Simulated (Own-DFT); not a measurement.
Al3GaN4 (wurtzite random alloy, atoms displaced), InGa3As4 (zincblende random alloy, strained, atoms displaced), Al3GaAs4 (zincblende random alloy, atoms displaced) (calculated)

All values are calculated (Own-DFT development build). A calculation, not a measurement: plane-wave PBE density functional theory by an unreviewed code, no spin, of a simulated periodic cell, stress positive in tension, free energy of the whole cell less one offset for each atom, forces on such cells passed a denser k mesh, this cell's mesh not checked; offsets are fitted by least squares, one for each functional and potential file, so energies compare only between cells with the same atoms and settings and are not formation energies; the far tail of each file's local potential was reset to the Coulomb form; each entry is a single point on an unrelaxed cell, so the pressure reflects the starting lattice, mostly measured values, from which strain is counted, and rises with the displacements; printed positions are rounded, which can move forces by about a meV/angstrom; the program is a retired in-house code; no spin-orbit coupling; before rounding, a Quantum ESPRESSO 7.3.1 run of the same cell and cutoff gave forces within 1 meV/angstrom rms on each cell, which checks the program and not the settings.

Settings shared by all entries: functional PBE; potential files PseudoDojo norm-conserving, scalar-relativistic, standard set; wave cutoff 42 hartree; occupations Fermi-Dirac; smearing width 0.1 eV.

(1) Al3GaN4 (wurtzite random alloy, atoms displaced)

```
Al3GaN4
1.0
      9.3938     0.0000     0.0000
     -4.6969     8.1352     0.0000
      0.0000     0.0000    10.0655
Ga Al N Al N Ga Al N Al N Al N Ga Al N Al N Al N Ga N Al N Al N Al N Al N Al N Ga N Al N Ga Al N Ga Al N
1 1 2 2 2 1 1 2 2 2 2 2 1 1 2 2 2 2 2 2 2 2 2 2 2 2 2 2 2 2 2 2 2 2 2 1 1 2 1 1 2
Direct
  0.10111 0.21344 0.99804
  0.21094 0.11438 0.25045
  0.10746 0.21375 0.18761
  0.22874 0.11702 0.44482
  0.11335 0.23696 0.50525
  0.23520 0.12434 0.74731
  0.12894 0.23502 0.66935
  0.22105 0.11599 0.92976
  0.11354 0.55758 0.01559
  0.21306 0.44852 0.24827
  0.12701 0.57395 0.18533
  0.21054 0.44886 0.44024
  0.10571 0.55396 0.49533
  0.23014 0.44422 0.75315
  0.10486 0.55272 0.68841
  0.21862 0.43908 0.94604
  0.09899 0.87427 0.99895
  0.22910 0.79627 0.24320
  0.10912 0.88081 0.19477
  0.21861 0.77651 0.44753
  0.11436 0.89303 0.48934
  0.21534 0.76248 0.74745
  0.11826 0.89021 0.69187
  0.23101 0.77540 0.93958
  0.44408 0.22481 0.99571
  0.55381 0.11297 0.26538
  0.44321 0.20689 0.18777
  0.54610 0.10622 0.43946
  0.43234 0.21252 0.50769
  0.55906 0.10838 0.74558
  0.45021 0.23459 0.69312
  0.55919 0.10784 0.94719
  0.43889 0.55894 0.00929
  0.57711 0.47736 0.25897
  0.44311 0.55450 0.19787
  0.56598 0.44009 0.44269
  0.46135 0.56484 0.49812
  0.56355 0.45468 0.76149
  0.43081 0.54827 0.68718
  0.54661 0.41990 0.94505
  0.44243 0.87334 0.00895
  0.55787 0.78396 0.25001
  0.43852 0.87227 0.19183
  0.56064 0.79083 0.44014
  0.44723 0.88621 0.50273
  0.54921 0.77663 0.75891
  0.44517 0.89302 0.69748
  0.56542 0.77914 0.92337
  0.78129 0.21904 0.99712
  0.88753 0.10042 0.25244
  0.76440 0.22025 0.18896
  0.90531 0.10932 0.44040
  0.78467 0.21751 0.49824
  0.89349 0.10845 0.76478
  0.75572 0.21940 0.69306
  0.89036 0.11780 0.94420
  0.78587 0.54367 0.99600
  0.89415 0.43833 0.25988
  0.77900 0.55173 0.18901
  0.86726 0.43961 0.43566
  0.78670 0.56361 0.50208
  0.88435 0.44880 0.73777
  0.77470 0.55401 0.69160
  0.87464 0.43447 0.92818
  0.76929 0.90220 0.99724
  0.88922 0.77103 0.26321
  0.76965 0.88566 0.18190
  0.89362 0.78405 0.45312
  0.79666 0.89883 0.50655
  0.88045 0.76686 0.74336
  0.75860 0.86522 0.69692
  0.90304 0.77114 0.93847
```

```
k mesh                            : 4 x 4 x 3 centred on Gamma
free energy of cell above offsets : -9.887 eV
pressure                          : 9.22 GPa
stress xx                         : -9.42 GPa
stress yy                         : -6.81 GPa
stress zz                         : -11.44 GPa
stress yz                         : 0.54 GPa
stress xz                         : 0.21 GPa
stress xy                         : -0.94 GPa
```

Force:
| element | x (eV/Å) | y (eV/Å) | z (eV/Å) |
| --- | --- | --- | --- |
| Ga | 2.862 | 1.061 | 0.722 |
| Al | 4.182 | -0.421 | 0.372 |
| N | -2.205 | 1.57 | 0.964 |
| N | -2.37 | 0.612 | -1.748 |
| Al | 1.726 | -0.545 | -4.414 |
| Al | -0.45 | -1.874 | -0.596 |
| N | -1.479 | -1.329 | 7.255 |
| N | 0.42 | -1.419 | 1.266 |
| Ga | -1.084 | -0.7 | -5.929 |
| Al | 1.736 | -0.697 | 0.801 |
| N | -0.834 | -1.112 | 5.044 |
| N | 1.858 | 0.034 | -1.402 |
| Al | -0.743 | 0.876 | 1.097 |
| Al | -2.412 | -0.489 | -0.032 |
| N | 0.582 | -1.356 | -0.614 |
| N | -0.305 | 0.528 | -1.286 |
| Al | 3.167 | 2.806 | 0.19 |
| Al | 1.413 | -1.926 | 2.257 |
| N | -2.805 | 1.582 | -0.626 |
| N | 1.602 | -0.586 | -2.031 |
| Ga | 1.205 | 0.977 | 2.85 |
| Al | -0.239 | 2.624 | 0.54 |
| N | -1.153 | -0.045 | 0.046 |
| N | -0.973 | 0.043 | 0.113 |
| Al | 0.69 | -5.175 | 2.49 |
| Al | -0.644 | -0.245 | -3.497 |
| N | -2.161 | 0.681 | 0.301 |
| N | 1.346 | -0.088 | 2.545 |
| Al | 2.09 | 1.838 | -0.264 |
| Al | -3.906 | -0.852 | 2.821 |
| N | 0.898 | -0.527 | -0.156 |
| N | -0.042 | -1.106 | -1.044 |
| Ga | 1.971 | -1.063 | -1.037 |
| Ga | -0.438 | -4.307 | -0.621 |
| N | -1.637 | 1.18 | 0.249 |
| N | -1.588 | 1.201 | 1.444 |
| Al | -1.225 | -0.727 | 0.37 |
| Al | -1.152 | -1.483 | -1.062 |
| N | 2.583 | 2.015 | 0.231 |
| N | -0.632 | 6.32 | -1.544 |
| Al | -0.565 | 2.578 | -1.85 |
| Al | 0.001 | -1.015 | 1.015 |
| N | 0.259 | 1.922 | 0.05 |
| N | 1.504 | -1.418 | -0.453 |
| Al | -1.501 | 0.471 | 0.858 |
| Al | -1.208 | -0.776 | -5.52 |
| N | 0.125 | -1.659 | -1.332 |
| N | -1.797 | -1.096 | 5.834 |
| Al | -3.197 | 1.061 | 0.767 |
| Al | -1.029 | 1.025 | -0.762 |
| N | 2.877 | -0.86 | 0.476 |
| N | -2.123 | 1.579 | -0.72 |
| Al | -1.995 | -0.344 | 0.645 |
| Al | -0.662 | 0.058 | -3.477 |
| N | 5.938 | 1.797 | -2.228 |
| N | -0.687 | -0.339 | -1.354 |
| Ga | -3.306 | 1.505 | 1.313 |
| Ga | -0.801 | 0.418 | -3.178 |
| N | 1.761 | 2.057 | 0.452 |
| N | 3.046 | -0.154 | 3.204 |
| Al | -1.601 | -1.125 | 0.883 |
| Al | 0.957 | -1.445 | 1.578 |
| N | -0.336 | 0.212 | -1.097 |
| N | 3.998 | -1.248 | -0.282 |
| Ga | 2.912 | -2.369 | 0.07 |
| Al | -0.126 | 0.292 | -2.275 |
| N | 1.261 | -0.098 | 2.47 |
| N | 0.01 | -2.35 | -2.606 |
| Ga | -2.914 | -0.816 | 1.254 |
| Al | 1.956 | 2.042 | 1.656 |
| N | 1.3 | 2.936 | 0.133 |
| N | -3.911 | -0.717 | -1.589 |

(2) InGa3As4 (zincblende random alloy, strained, atoms displaced)

```
InGa3As4
1.0
     11.3066     0.0000     0.0000
      0.0000    11.3066     0.0000
      0.0000     0.0000    11.6914
In Ga As Ga In Ga As Ga As Ga As In Ga In Ga As Ga In Ga As Ga In As In Ga In As
1 3 4 2 1 1 4 4 4 4 4 1 1 1 1 4 2 1 1 4 3 1 4 1 2 1 4
Direct
  0.99634 0.00103 0.00869
  0.00055 0.25126 0.25497
  0.25016 0.00164 0.25688
  0.25002 0.25623 0.01160
  0.12581 0.12754 0.12595
  0.12464 0.37754 0.37610
  0.37549 0.12089 0.38134
  0.36488 0.37551 0.11967
  0.98810 0.00022 0.49756
  0.00067 0.25082 0.75817
  0.24512 0.00287 0.75077
  0.25091 0.24482 0.50213
  0.12561 0.12182 0.61854
  0.12546 0.37353 0.87522
  0.37349 0.13029 0.87754
  0.36401 0.36956 0.62836
  0.99756 0.50466 0.99541
  0.00203 0.74649 0.25073
  0.25287 0.50179 0.25369
  0.23863 0.75351 0.99765
  0.12658 0.63174 0.12567
  0.12231 0.87595 0.37924
  0.36491 0.62016 0.38362
  0.37721 0.87072 0.12709
  0.00441 0.50447 0.49930
  0.99946 0.75792 0.75089
  0.24388 0.49258 0.74885
  0.24743 0.74874 0.50189
  0.12038 0.63306 0.62599
  0.11769 0.87899 0.87412
  0.37330 0.61628 0.87410
  0.37523 0.88294 0.62156
  0.50464 0.99657 0.00112
  0.49754 0.24961 0.26163
  0.75222 0.99966 0.24880
  0.75971 0.24777 0.00121
  0.62272 0.12322 0.12480
  0.61594 0.38022 0.38129
  0.87322 0.13010 0.37054
  0.87297 0.37307 0.12969
  0.50505 0.00376 0.50013
  0.49791 0.24290 0.75213
  0.74827 0.99512 0.74988
  0.74290 0.25302 0.50201
  0.63290 0.12619 0.63290
  0.62809 0.37490 0.87818
  0.86863 0.12709 0.86916
  0.87542 0.37633 0.62405
  0.49420 0.50242 0.00250
  0.49818 0.74679 0.24972
  0.74460 0.50370 0.25126
  0.75330 0.75417 0.00330
  0.63549 0.61964 0.12033
  0.62886 0.88147 0.37357
  0.87515 0.62649 0.36393
  0.87665 0.87001 0.12775
  0.49946 0.50304 0.50016
  0.49662 0.74987 0.74610
  0.74941 0.50757 0.74401
  0.75596 0.74757 0.50470
  0.62474 0.62540 0.62198
  0.62693 0.88531 0.87450
  0.87950 0.61966 0.88124
  0.86977 0.87842 0.63005
```

```
k mesh                            : 3 x 3 x 3 centred on Gamma
free energy of cell above offsets : -20.573 eV
pressure                          : 6.4 GPa
stress xx                         : -6.94 GPa
stress yy                         : -6.98 GPa
stress zz                         : -5.28 GPa
stress yz                         : -0.23 GPa
stress xz                         : 0.18 GPa
stress xy                         : -0.51 GPa
```

Force:
| element | x (eV/Å) | y (eV/Å) | z (eV/Å) |
| --- | --- | --- | --- |
| In | -0.293 | 0.604 | -0.958 |
| Ga | 0.255 | 0.315 | -0.387 |
| Ga | -0.01 | -0.347 | -0.542 |
| Ga | -0.786 | -1.019 | -1.653 |
| As | 0.87 | 0.685 | 1.398 |
| As | 0.398 | -0.283 | 0.1 |
| As | -0.054 | 0.356 | -0.229 |
| As | 1.713 | 0.858 | 1.864 |
| Ga | 0.526 | 0.247 | 0.14 |
| Ga | 0.022 | -0.145 | -1.085 |
| In | 0.573 | 0.087 | 0.263 |
| Ga | -0.392 | 0.412 | -0.405 |
| As | -1.824 | 0.976 | -0.445 |
| As | -0.201 | 0.076 | 0.758 |
| As | -0.274 | 0.697 | 0.655 |
| As | 0.711 | -0.367 | 0.268 |
| Ga | 0.904 | -1.063 | 1.306 |
| Ga | 0.349 | 0.591 | -0.086 |
| Ga | -0.664 | -0.216 | -0.567 |
| Ga | 1.02 | -0.107 | -0.206 |
| As | -0.194 | -0.979 | 0.001 |
| As | -0.208 | -0.097 | -0.187 |
| As | -0.061 | 1.586 | -1.56 |
| As | -1.402 | -0.423 | 0.491 |
| Ga | -0.596 | -0.098 | -0.094 |
| Ga | -0.39 | -0.704 | 0.225 |
| Ga | -0.033 | 0.694 | -0.067 |
| Ga | 0.026 | 0.659 | 0.193 |
| As | 0.268 | -0.515 | 0.33 |
| As | 0.229 | -1.232 | 0.291 |
| As | -0.482 | 1.063 | -0.247 |
| As | 0.709 | -1.299 | -0.566 |
| In | -1.547 | 0.685 | 0.206 |
| Ga | -0.155 | -0.009 | -1.112 |
| In | 0.09 | 0.399 | -0.522 |
| Ga | -0.993 | 0.29 | 0.158 |
| As | 0.417 | 2.399 | 0.488 |
| As | 1.981 | -1.53 | -1.857 |
| As | 0.383 | 0.74 | 1.509 |
| As | 0.403 | 0.439 | -0.113 |
| Ga | 0.427 | -0.105 | 0.334 |
| Ga | 0.239 | 0.965 | 0.093 |
| In | 0.369 | 0.858 | 0.221 |
| Ga | 0.584 | 0.087 | -0.14 |
| As | -1.917 | 1.15 | -1.892 |
| As | -0.247 | 0.144 | -0.288 |
| As | 1.083 | 0.898 | 0.927 |
| As | 0.169 | 0.14 | 0.012 |
| Ga | 0.72 | -0.571 | -0.154 |
| Ga | 0.368 | -0.361 | 0.392 |
| Ga | 0.299 | -0.964 | 0.135 |
| In | -0.349 | -0.156 | -1.429 |
| As | -2.401 | -0.393 | 1.116 |
| As | -1.873 | -1.285 | 0.837 |
| As | 0.605 | -0.948 | 0.506 |
| As | 1.085 | -0.383 | 1.499 |
| In | -1.438 | -0.364 | 1.555 |
| Ga | -0.001 | 0.161 | 0.363 |
| Ga | 0.177 | -0.793 | 0.772 |
| In | -0.228 | 0.234 | -1.25 |
| As | -0.191 | 0.387 | 2.073 |
| As | -1.064 | -3.187 | -0.456 |
| As | -0.341 | 0.692 | -2.169 |
| As | 2.635 | -0.633 | -0.812 |

(3) Al3GaAs4 (zincblende random alloy, atoms displaced)

```
Al3GaAs4
1.0
     11.3183     0.0000     0.0000
      0.0000    11.3183     0.0000
      0.0000     0.0000    11.3183
Al As Al As Ga Al As Ga Al Ga Al As Al As Al Ga As Al As Al Ga Al Ga As
4 4 4 4 1 3 4 1 1 1 1 4 4 4 1 3 4 4 4 1 1 1 1 4
Direct
  0.00800 0.98684 0.00049
  0.99296 0.24764 0.25023
  0.25391 0.00472 0.25806
  0.26112 0.23811 0.99784
  0.13212 0.11645 0.12412
  0.12524 0.37563 0.38418
  0.36354 0.13028 0.37804
  0.37275 0.37073 0.12610
  0.99898 0.00007 0.50444
  0.01717 0.24939 0.76056
  0.24631 0.99678 0.74367
  0.24747 0.24879 0.50061
  0.11746 0.12537 0.63396
  0.12384 0.38049 0.87078
  0.37408 0.13176 0.87280
  0.36550 0.39138 0.61895
  0.99583 0.50013 0.00644
  0.99248 0.75478 0.25672
  0.25230 0.51333 0.24483
  0.24601 0.74705 0.00709
  0.12333 0.62109 0.12561
  0.10991 0.88301 0.37780
  0.37180 0.62227 0.38134
  0.39116 0.88406 0.12702
  0.99004 0.50158 0.49288
  0.01104 0.74418 0.74905
  0.24539 0.50199 0.74941
  0.27221 0.74116 0.49598
  0.13629 0.63193 0.62158
  0.12061 0.88156 0.86772
  0.38424 0.61763 0.86678
  0.37258 0.88919 0.64100
  0.48576 0.99845 0.00561
  0.49286 0.25731 0.25769
  0.75352 0.98963 0.24702
  0.74537 0.25342 0.00877
  0.62898 0.12939 0.12877
  0.63844 0.37347 0.37626
  0.85899 0.11786 0.37387
  0.87198 0.36637 0.12324
  0.50065 0.99710 0.49252
  0.49468 0.24924 0.74433
  0.76309 0.99705 0.73836
  0.74737 0.24917 0.50602
  0.60963 0.12781 0.62279
  0.62521 0.36297 0.87502
  0.87118 0.11955 0.86852
  0.88888 0.37620 0.63009
  0.49150 0.49300 0.98578
  0.50458 0.76274 0.25021
  0.74474 0.50591 0.24684
  0.74522 0.74721 0.99489
  0.60903 0.62396 0.12868
  0.61933 0.86644 0.38602
  0.88198 0.62543 0.37887
  0.88225 0.87744 0.12133
  0.50452 0.49717 0.49952
  0.49627 0.75173 0.74861
  0.75113 0.49287 0.73709
  0.75679 0.74537 0.48291
  0.63187 0.62258 0.62067
  0.61879 0.87488 0.87108
  0.86465 0.62199 0.87732
  0.87480 0.87639 0.61358
```

```
k mesh                            : 3 x 3 x 3 centred on Gamma
free energy of cell above offsets : -14.442 eV
pressure                          : 3.97 GPa
stress xx                         : -3.65 GPa
stress yy                         : -4.07 GPa
stress zz                         : -4.2 GPa
stress yz                         : -0.56 GPa
stress xz                         : 0.72 GPa
stress xy                         : 0.85 GPa
```

Force:
| element | x (eV/Å) | y (eV/Å) | z (eV/Å) |
| --- | --- | --- | --- |
| Al | -0.563 | 1.959 | -0.23 |
| Al | 0.742 | -0.535 | 0.574 |
| Al | -0.782 | -1.095 | -0.611 |
| Al | -1.81 | 1.486 | 0.767 |
| As | -0.665 | 0.618 | -0.084 |
| As | -0.33 | 0.252 | -1.646 |
| As | 1.555 | -0.292 | 0.144 |
| As | -0.178 | 0.824 | -0.225 |
| Al | -0.548 | 1.306 | -0.287 |
| Al | -2.108 | -0.262 | -0.102 |
| Al | -0.917 | 1.876 | 1.628 |
| Al | -0.531 | 0.404 | 1.261 |
| As | 1.042 | -0.307 | -1.361 |
| As | 0.962 | 0.08 | 1.895 |
| As | 0.31 | -1.797 | -0.938 |
| As | 0.674 | -1.716 | 0.142 |
| Ga | -0.315 | -0.335 | -0.833 |
| Al | 0.833 | -0.113 | -0.76 |
| Al | -0.073 | -1.722 | 0.729 |
| Al | 0.877 | 0.547 | -1.014 |
| As | -0.739 | 1.096 | 0.36 |
| As | 2.335 | -0.944 | -0.272 |
| As | 2.235 | -0.74 | -2.222 |
| As | -3.234 | -1.749 | 1.569 |
| Ga | 1.777 | -0.587 | 1.502 |
| Al | -1.384 | 0.132 | -0.082 |
| Ga | -0.02 | 0.423 | 0.087 |
| Al | -2.365 | 2.941 | 1.86 |
| As | -0.801 | -0.472 | -0.526 |
| As | 1.114 | -1.439 | 0.439 |
| As | -1.726 | 1.112 | 0.364 |
| As | 1.558 | -1.961 | -2.826 |
| Al | 2.727 | 2.234 | -2.25 |
| Al | 1.046 | -0.5 | -0.118 |
| Al | -1.082 | 0.264 | 0.009 |
| Al | 0.247 | -1.163 | -1.408 |
| As | -1.26 | -0.951 | 0.522 |
| As | -1.294 | 0.424 | -0.15 |
| As | 1.381 | 0.456 | 0.552 |
| As | 0.356 | 1.413 | 0.695 |
| Al | -1.032 | 0.839 | 0.991 |
| Ga | -0.461 | 1.071 | 0.023 |
| Ga | -1.832 | 0.231 | 0.36 |
| Ga | 0.498 | -0.145 | 0.538 |
| As | 1.466 | -0.774 | -0.303 |
| As | 0.024 | 0.988 | -0.687 |
| As | 0.843 | 0.771 | 1.323 |
| As | -0.428 | -0.938 | -0.302 |
| Al | 1.017 | -0.711 | 1.295 |
| Al | -0.607 | -1.469 | 0.396 |
| Al | 0.526 | -0.177 | -0.116 |
| Al | -0.54 | 0.479 | 0.748 |
| As | 0.722 | -0.086 | -0.837 |
| As | 0.937 | 0.742 | -1.175 |
| As | -0.915 | -0.287 | -2.073 |
| As | -1.168 | -1.27 | 0.085 |
| Al | 0.505 | 0.081 | -0.249 |
| Ga | 0.804 | -0.199 | -0.33 |
| Al | -0.233 | -0.088 | 1.295 |
| Ga | -0.548 | 0.266 | 1.977 |
| As | -0.551 | 0.7 | -0.216 |
| As | 0.535 | 0.631 | 0.355 |
| As | 1.047 | -0.215 | -0.773 |
| As | 0.347 | -1.607 | 0.523 |
